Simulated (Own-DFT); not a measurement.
## Calculated data, GaP (zincblende, atoms displaced)

All values are calculated (Own-DFT development build). A calculation, not a measurement: plane-wave PBE density functional theory by an unreviewed code, no spin, of a simulated periodic cell, stress positive in tension, free energy of the whole cell less one offset for each atom, forces on such cells passed a denser k mesh, this cell's mesh not checked; offsets are fitted by least squares, one for each functional and potential file, so energies compare only between cells with the same atoms and settings and are not formation energies; the far tail of each file's local potential was reset to the Coulomb form; each entry is a single point on an unrelaxed cell, so the pressure reflects the starting lattice, mostly measured values (interpolated for alloys), from which strain is counted, and rises with the displacements; printed positions are rounded, which can move forces by about a meV/angstrom; the program, named Own-DFT, is a retired in-house code; no spin-orbit coupling; before rounding, a Quantum ESPRESSO 7.3.1 run of the same cell and cutoff gave forces within 1 meV/angstrom rms on each cell, which checks the program and not the settings.

Entry: GaP (zincblende, atoms displaced)

```
cell vectors (Å)
  16.3515     0.0000     0.0000
   0.0000    10.9010     0.0000
   0.0000     0.0000    10.9010
atoms (fractions of the cell vectors)
Ga  0.99724  0.99710  0.00204
Ga  0.99898  0.24913  0.25441
Ga  0.16655  0.99510  0.25021
Ga  0.16791  0.25654  0.00107
P   0.08257  0.13348  0.12303
P   0.07869  0.37377  0.36751
P   0.25103  0.12831  0.36861
P   0.25402  0.37265  0.13422
Ga  0.00295  0.00160  0.50243
Ga  0.99626  0.24881  0.75193
Ga  0.16630  0.00149  0.75311
Ga  0.16646  0.25169  0.49717
P   0.08171  0.13289  0.62796
P   0.08065  0.37056  0.87667
P   0.24774  0.12562  0.87709
P   0.24734  0.37221  0.62614
Ga  0.99960  0.50211  0.99518
Ga  0.00387  0.74512  0.25557
Ga  0.16469  0.49812  0.25702
Ga  0.16857  0.74677  0.99102
P   0.08238  0.63265  0.13222
P   0.08367  0.87629  0.37747
P   0.25015  0.62983  0.38077
P   0.25327  0.88260  0.12816
Ga  0.99741  0.50358  0.50168
Ga  0.99431  0.75766  0.74589
Ga  0.16988  0.49985  0.74838
Ga  0.16548  0.74962  0.49906
P   0.08337  0.61978  0.62510
P   0.08444  0.87789  0.87943
P   0.25249  0.62381  0.88010
P   0.24821  0.87701  0.62648
Ga  0.33165  0.00913  0.00757
Ga  0.33654  0.23825  0.24772
Ga  0.49000  0.00272  0.24773
Ga  0.49923  0.24944  0.99771
P   0.41918  0.12930  0.12963
P   0.41628  0.36887  0.37627
P   0.58274  0.12455  0.37210
P   0.58507  0.37808  0.12012
Ga  0.33024  0.00102  0.50118
Ga  0.33514  0.25315  0.74687
Ga  0.50143  0.00601  0.75207
Ga  0.50209  0.24604  0.50285
P   0.41630  0.12636  0.63080
P   0.41484  0.37880  0.87242
P   0.58174  0.12265  0.87377
P   0.58360  0.37810  0.62469
Ga  0.33345  0.50011  0.00100
Ga  0.33465  0.74818  0.25450
Ga  0.49303  0.49565  0.24398
Ga  0.50181  0.74960  0.99468
P   0.41526  0.62068  0.12766
P   0.41712  0.87586  0.37209
P   0.58462  0.62906  0.37006
P   0.58913  0.87252  0.12027
Ga  0.33481  0.49767  0.48929
Ga  0.33755  0.75165  0.76010
Ga  0.49532  0.49923  0.75286
Ga  0.50323  0.74654  0.50070
P   0.41576  0.62784  0.62434
P   0.41496  0.87558  0.87769
P   0.58821  0.62119  0.87965
P   0.58404  0.87794  0.62646
Ga  0.66355  0.99538  0.00013
Ga  0.66640  0.25162  0.25048
Ga  0.83486  0.99756  0.24789
Ga  0.83780  0.25106  0.99737
P   0.74544  0.12886  0.12425
P   0.75910  0.37384  0.36997
P   0.91989  0.12255  0.38186
P   0.91333  0.37102  0.12598
Ga  0.66604  0.00186  0.49824
Ga  0.66614  0.24922  0.75508
Ga  0.83519  0.99939  0.75132
Ga  0.83316  0.25041  0.49483
P   0.74647  0.12613  0.61951
P   0.75120  0.38182  0.88579
P   0.91225  0.12448  0.88138
P   0.91265  0.37360  0.62682
Ga  0.66344  0.49717  0.99271
Ga  0.66369  0.73995  0.25660
Ga  0.83020  0.49303  0.25124
Ga  0.83091  0.74572  0.99380
P   0.74634  0.62595  0.12570
P   0.75019  0.87725  0.36936
P   0.91526  0.63005  0.37342
P   0.91158  0.87821  0.13574
Ga  0.67064  0.49733  0.49709
Ga  0.66993  0.75509  0.74811
Ga  0.82990  0.50871  0.74920
Ga  0.83557  0.74699  0.49250
P   0.75102  0.63121  0.62280
P   0.75313  0.87632  0.87120
P   0.91600  0.61723  0.87612
P   0.91979  0.87575  0.62920
```

* functional: PBE
* potential files: PseudoDojo norm-conserving, scalar-relativistic, standard set
* wave cutoff: 42 hartree
* occupations: Fermi-Dirac
* smearing width: 0.1 eV
* k mesh: 2 x 3 x 3 centred on Gamma
* free energy of cell above offsets: -50.300 eV
* pressure: 3.22 GPa
* stress xx: -3.22 GPa
* stress yy: -3.27 GPa
* stress zz: -3.18 GPa
* stress yz: 0.14 GPa
* stress xz: 0.57 GPa
* stress xy: 0.47 GPa

Force:
```csv
element,x (eV/Å),y (eV/Å),z (eV/Å)
Ga,0.105,0.293,0.705
Ga,-0.494,-0.404,-0.805
Ga,-0.375,0.91,-0.264
Ga,0.106,-0.161,0.291
P,0.035,-1.026,0.278
P,0.412,0.487,1.508
P,-0.586,-0.714,0.912
P,-0.404,0.39,-0.615
Ga,0.087,-0.072,0.454
Ga,-0.292,0.108,0.156
Ga,-0.239,0.19,-0.338
Ga,-0.312,0.037,-0.235
P,0.462,-0.675,-0.15
P,0.516,0.791,-0.352
P,0.613,0.552,-0.124
P,0.778,0.412,-0.682
Ga,0.338,-0.504,1.271
Ga,-0.985,1.286,0.037
Ga,0.462,0.478,-0.501
Ga,-0.225,0.743,1.45
P,0.841,-1.176,-1.413
P,0.01,-0.104,-0.007
P,-0.157,-0.571,-0.672
P,-0.35,-1.373,-0.3
Ga,-0.135,-0.575,-0.225
Ga,1.522,-1.481,1.32
Ga,-0.597,-0.134,0.557
Ga,-0.109,0.17,0.711
P,-0.114,0.871,0.279
P,-0.578,-0.389,-0.592
P,-0.095,-0.278,-0.861
P,0.189,-0.463,0.351
Ga,0.3,-0.255,-0.562
Ga,-0.407,1.421,0.597
Ga,2.199,-0.807,0.135
Ga,0.287,0.434,0.014
P,-0.092,-0.051,-1.667
P,0.326,-0.207,-0.303
P,-0.344,-0.094,-0.065
P,-0.7,-0.476,0.576
Ga,0.307,0.115,-0.125
Ga,-0.707,-0.259,0.496
Ga,-0.54,-0.975,-0.273
Ga,0.02,0.206,0.045
P,0.03,-0.294,-0.804
P,-0.089,-0.64,0.638
P,0.379,0.364,0.615
P,0.034,-0.169,0.235
Ga,-0.115,-0.418,0.573
Ga,-0.281,0.234,-0.514
Ga,1.139,-0.23,0.619
Ga,0.039,-0.108,0.681
P,-0.023,1.043,-0.718
P,-0.15,-0.309,1.06
P,-1.292,-2.044,1.128
P,-1.633,-0.333,1.149
Ga,-0.348,0.092,1.229
Ga,-0.812,-0.121,-1.122
Ga,1.06,0.687,-0.537
Ga,-0.16,0.586,0.039
P,-0.106,-0.354,-0.044
P,0.625,0.949,0.507
P,-1.167,0.927,-1.667
P,-0.232,-0.074,-0.11
Ga,0.938,0.663,-0.403
Ga,-0.074,0.227,-0.055
Ga,-1.033,1.585,0.721
Ga,-1.402,0.095,0.821
P,0.859,-0.468,-0.32
P,-2.249,-0.543,0.918
P,-0.593,-0.07,-0.671
P,0.979,0.617,0.14
Ga,-0.004,-0.422,-0.311
Ga,0.38,0.575,-0.23
Ga,-0.363,0.533,-0.598
Ga,0.345,-0.53,0.816
P,0.72,0.133,0.711
P,0.31,-0.937,-1.583
P,0.945,-0.47,-0.976
P,0.073,0.421,-0.004
Ga,0.731,0.315,1.525
Ga,1.249,1.742,-1.341
Ga,0.974,1.705,-1.364
Ga,0.29,0.212,0.955
P,0.297,-0.627,-0.189
P,-0.267,-0.393,0.658
P,0.39,-1.318,-0.334
P,1.492,-1.634,-1.697
Ga,-0.121,0.218,-0.094
Ga,-0.469,-0.303,0.197
Ga,-0.035,-0.947,-0.033
Ga,-0.548,1.22,0.712
P,-0.194,-0.245,-0.35
P,-0.483,0.091,0.416
P,0.061,1.393,-0.499
P,-1.172,0.701,-1.503
```
